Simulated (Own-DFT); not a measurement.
# Computed records: GaP (zincblende, strained, atoms displaced), SiC (4H silicon carbide, atoms displaced)

Computed with Own-DFT development build. A calculation, not a measurement: plane-wave PBE density functional theory by an unreviewed code, no spin, of a simulated periodic cell, stress positive in tension, free energy of the whole cell less one offset for each atom, forces on such cells passed a denser k mesh, this cell's mesh not checked; offsets are fitted by least squares, one for each functional and potential file, so energies compare only between cells with the same atoms and settings and are not formation energies; the far tail of each file's local potential was reset to the Coulomb form; each entry is a single point on an unrelaxed cell, so the pressure reflects the starting lattice, mostly measured values (interpolated for alloys), from which strain is counted, and rises with the displacements; printed positions are rounded, which can move forces by about a meV/angstrom; the program, named Own-DFT, is a retired in-house code; no spin-orbit coupling.

Settings shared by all entries: functional PBE; potential files PseudoDojo norm-conserving, scalar-relativistic, standard set; wave cutoff 42 hartree; occupations Fermi-Dirac; smearing width 0.1 eV; hardware one NVIDIA H100.

(1) GaP (zincblende, strained, atoms displaced)

```cif
# cell vector a (Å): 10.8620 0.0000 0.0000
# cell vector b (Å): 0.0000 10.8620 0.0000
# cell vector c (Å): 0.0000 0.0000 10.9361
data_GaP
_symmetry_space_group_name_H-M 'P 1'
_symmetry_Int_Tables_number 1
_cell_length_a 10.8620
_cell_length_b 10.8620
_cell_length_c 10.9361
_cell_angle_alpha 90.000
_cell_angle_beta 90.000
_cell_angle_gamma 90.000
_cell_volume 1290.27
loop_
_atom_site_label
_atom_site_type_symbol
_atom_site_fract_x
_atom_site_fract_y
_atom_site_fract_z
_atom_site_occupancy
Ga1 Ga 0.00055 0.00149 0.99699 1
Ga2 Ga 0.00516 0.24983 0.25329 1
Ga3 Ga 0.24695 0.99832 0.25395 1
Ga4 Ga 0.25334 0.25054 0.99525 1
P1 P 0.12407 0.12540 0.12723 1
P2 P 0.12695 0.37578 0.37362 1
P3 P 0.36654 0.12257 0.36895 1
P4 P 0.37747 0.37701 0.11641 1
Ga5 Ga 0.00089 0.00435 0.49829 1
Ga6 Ga 0.00241 0.25606 0.75337 1
Ga7 Ga 0.24494 0.00770 0.74514 1
Ga8 Ga 0.25511 0.25586 0.49420 1
P5 P 0.12324 0.13077 0.61970 1
P6 P 0.12615 0.37213 0.87121 1
P7 P 0.37240 0.12409 0.87126 1
P8 P 0.37275 0.36862 0.62449 1
Ga9 Ga 0.00415 0.50606 0.00554 1
Ga10 Ga 0.00319 0.74585 0.24234 1
Ga11 Ga 0.25267 0.50129 0.24698 1
Ga12 Ga 0.24530 0.75175 0.00339 1
P9 P 0.11612 0.61943 0.11428 1
P10 P 0.13377 0.87287 0.38130 1
P11 P 0.36841 0.63045 0.37288 1
P12 P 0.37406 0.86177 0.12606 1
Ga13 Ga 0.99751 0.50194 0.50256 1
Ga14 Ga 0.99680 0.74856 0.74914 1
Ga15 Ga 0.25090 0.50075 0.74863 1
Ga16 Ga 0.24693 0.74844 0.49131 1
P13 P 0.13108 0.63071 0.62666 1
P14 P 0.12362 0.87114 0.85950 1
P15 P 0.37780 0.62557 0.87205 1
P16 P 0.38013 0.88014 0.62058 1
Ga17 Ga 0.50270 0.99537 0.99985 1
Ga18 Ga 0.50505 0.24428 0.24409 1
Ga19 Ga 0.74396 0.00222 0.25180 1
Ga20 Ga 0.74646 0.24458 0.99693 1
P17 P 0.61829 0.12609 0.12200 1
P18 P 0.62430 0.37206 0.36713 1
P19 P 0.87532 0.12402 0.37486 1
P20 P 0.87976 0.38312 0.11779 1
Ga21 Ga 0.50346 0.99599 0.49818 1
Ga22 Ga 0.50764 0.24691 0.74698 1
Ga23 Ga 0.75512 0.00109 0.75357 1
Ga24 Ga 0.74921 0.25491 0.49887 1
P21 P 0.62289 0.12238 0.62686 1
P22 P 0.62004 0.38317 0.87205 1
P23 P 0.87852 0.12018 0.87011 1
P24 P 0.87358 0.38338 0.62905 1
Ga25 Ga 0.50207 0.50126 0.00194 1
Ga26 Ga 0.49784 0.75560 0.23774 1
Ga27 Ga 0.74708 0.50136 0.23493 1
Ga28 Ga 0.74450 0.75952 0.99751 1
P25 P 0.62021 0.62615 0.12322 1
P26 P 0.63001 0.87793 0.37164 1
P27 P 0.87193 0.63345 0.37507 1
P28 P 0.87644 0.87871 0.13492 1
Ga29 Ga 0.49838 0.50138 0.50474 1
Ga30 Ga 0.50734 0.75771 0.74584 1
Ga31 Ga 0.75507 0.50257 0.74758 1
Ga32 Ga 0.74948 0.74609 0.49983 1
P29 P 0.62641 0.62396 0.62367 1
P30 P 0.62036 0.87705 0.87548 1
P31 P 0.87582 0.62597 0.87198 1
P32 P 0.87894 0.88524 0.62419 1
```

```
k mesh                            : 3 x 3 x 3 centred on Gamma
free energy of cell above offsets : -33.008 eV
pressure                          : 3.69 GPa
stress xx                         : -3.9 GPa
stress yy                         : -3.88 GPa
stress zz                         : -3.3 GPa
stress yz                         : -0.57 GPa
stress xz                         : -0.3 GPa
stress xy                         : -0.16 GPa
wall time                         : 513.9 s
```

Force:
```
element  x (eV/Å)  y (eV/Å)  z (eV/Å)
     Ga     0.324    -0.669     0.207
     Ga    -0.728     0.272    -0.338
     Ga     0.048    -0.451    -0.876
     Ga    -0.306    -0.217     0.327
      P      0.42    -0.131    -0.632
      P    -0.212     0.615     0.123
      P     1.607     0.406     0.483
      P    -0.159    -0.386     0.936
     Ga      0.34     -0.24    -0.178
     Ga    -0.535    -0.569    -0.817
     Ga     0.415    -0.513    -0.335
     Ga    -0.529    -0.624     0.032
      P     0.106     0.455     0.013
      P      0.15     1.014     0.868
      P     0.662     -0.17     0.303
      P     0.663     0.668     0.287
     Ga    -1.355    -1.641    -2.765
     Ga     0.006     0.413     1.091
     Ga    -0.271     -0.17    -0.278
     Ga    -0.096    -0.485    -1.422
      P     2.399     1.635     2.092
      P    -1.956     0.588     -1.28
      P     1.378    -0.629    -0.412
      P    -1.054     2.572    -0.894
     Ga     0.452     0.542    -0.373
     Ga    -0.183     0.025    -0.754
     Ga     0.216    -0.091     0.046
     Ga     0.961      0.02     1.715
      P    -0.692     -0.54    -0.355
      P     0.419     0.738     1.749
      P    -0.044     0.392     0.195
      P    -0.915    -0.606     0.272
     Ga    -1.376     0.297     0.073
     Ga    -1.523     0.728     0.681
     Ga     0.639      0.54    -0.363
     Ga     0.454     0.824     -0.41
      P     1.079    -0.845    -0.318
      P     0.014     0.706      0.37
      P    -0.259     0.563    -0.153
      P     -0.52    -1.553     0.522
     Ga    -0.283     0.693    -0.543
     Ga     -0.88     0.415      0.48
     Ga    -0.757     -0.26    -0.536
     Ga     0.095    -0.305     0.263
      P     0.962    -0.004    -0.599
      P     0.892    -0.838     -0.05
      P    -0.135     1.112     0.685
      P     0.384    -1.231    -0.625
     Ga    -0.483      0.38    -0.688
     Ga     1.017    -1.119     2.201
     Ga     0.412     0.044     1.286
     Ga     0.875      -0.7     0.544
      P     0.502     0.511    -0.407
      P    -0.904    -0.887     0.222
      P     0.487     -1.29    -0.743
      P    -0.282     0.078    -1.303
     Ga    -0.353    -0.355    -0.855
     Ga    -0.979    -0.718     -0.14
     Ga    -0.821     0.276     0.636
     Ga     0.126      1.11     0.304
      P     0.008     0.272     0.212
      P     0.944      0.34    -0.456
      P    -0.287     0.286     0.774
      P    -0.578    -1.293    -0.097
```

(2) SiC (4H silicon carbide, atoms displaced)

```cif
# cell vector a (Å): 6.1654 0.0000 0.0000
# cell vector b (Å): -3.0827 5.3394 0.0000
# cell vector c (Å): 0.0000 0.0000 10.0681
data_SiC
_symmetry_space_group_name_H-M 'P 1'
_symmetry_Int_Tables_number 1
_cell_length_a 6.1654
_cell_length_b 6.1654
_cell_length_c 10.0681
_cell_angle_alpha 90.000
_cell_angle_beta 90.000
_cell_angle_gamma 120.000
_cell_volume 331.44
loop_
_atom_site_label
_atom_site_type_symbol
_atom_site_fract_x
_atom_site_fract_y
_atom_site_fract_z
_atom_site_occupancy
Si1 Si 0.01560 0.98826 0.39735 1
Si2 Si 0.18214 0.33219 0.15669 1
C1 C 0.01997 0.99659 0.07821 1
C2 C 0.17635 0.31144 0.35803 1
Si3 Si 0.96030 0.47262 0.41934 1
Si4 Si 0.16664 0.83732 0.16043 1
C3 C 0.02622 0.52708 0.09653 1
C4 C 0.18038 0.82004 0.34055 1
Si5 Si 0.48776 0.96333 0.39514 1
Si6 Si 0.68659 0.34023 0.16249 1
C5 C 0.48914 0.98123 0.09954 1
C6 C 0.70059 0.35493 0.34924 1
Si7 Si 0.53630 0.52478 0.40467 1
Si8 Si 0.67051 0.83522 0.15284 1
C7 C 0.49807 0.49811 0.08749 1
C8 C 0.65512 0.81500 0.33338 1
Si9 Si 0.98551 0.99665 0.91402 1
Si10 Si 0.83382 0.70306 0.66839 1
C9 C 0.00638 0.97485 0.59595 1
C10 C 0.82864 0.67184 0.83375 1
Si11 Si 0.97945 0.49129 0.91339 1
Si12 Si 0.85026 0.18648 0.65262 1
C11 C 0.01485 0.47661 0.60141 1
C12 C 0.85152 0.16109 0.83648 1
Si13 Si 0.49215 0.00195 0.91289 1
Si14 Si 0.34156 0.65571 0.64358 1
C13 C 0.47859 0.00036 0.59550 1
C14 C 0.33511 0.67612 0.85565 1
Si15 Si 0.51243 0.51539 0.89841 1
Si16 Si 0.33725 0.17442 0.66069 1
C15 C 0.51015 0.53791 0.59748 1
C16 C 0.31911 0.16176 0.85090 1
```

```
k mesh                            : 5 x 5 x 3 centred on Gamma
free energy of cell above offsets : 4.703 eV
pressure                          : 11.74 GPa
stress xx                         : -11.62 GPa
stress yy                         : -11.54 GPa
stress zz                         : -12.06 GPa
stress yz                         : 2.25 GPa
stress xz                         : -1.93 GPa
stress xy                         : -0.96 GPa
wall time                         : 130.6 s
```

Force:
```
element  x (eV/Å)  y (eV/Å)  z (eV/Å)
     Si    -0.559    -0.749     2.472
     Si    -0.927     0.158      0.47
      C    -2.364     0.544     6.699
      C     -0.69     2.478    -2.359
     Si     10.96     4.357      2.83
     Si     0.944     -0.04    -0.706
      C    -1.038    -4.089     0.017
      C    -3.171    -1.482     0.267
     Si     0.353      3.99     3.396
     Si    -0.911     0.048    -1.209
      C     1.115     3.304      0.02
      C    -8.031    -5.568    -4.017
     Si    -1.963    -4.738     1.852
     Si     0.653    -1.244    -1.472
      C     2.436     0.553     0.998
      C     2.276     3.274     0.153
     Si     1.876     0.073    -5.196
     Si     0.971    -5.433    -2.584
      C    -0.854     6.225    -3.241
      C     1.141    -0.505      5.53
     Si     2.507     1.043    -2.045
     Si    -0.895    -7.023     1.466
      C    -2.646     5.313    -2.593
      C    -3.677     1.245     2.056
     Si     0.743      0.03     -1.45
     Si    -6.477      4.79     4.888
      C     3.409    -0.079     -1.81
      C    -0.564    -1.146    -1.993
     Si    -2.246    -1.962     1.265
     Si    -0.623    -0.095     0.067
      C     7.075    -4.576    -2.798
      C     1.178     1.306    -0.974
```
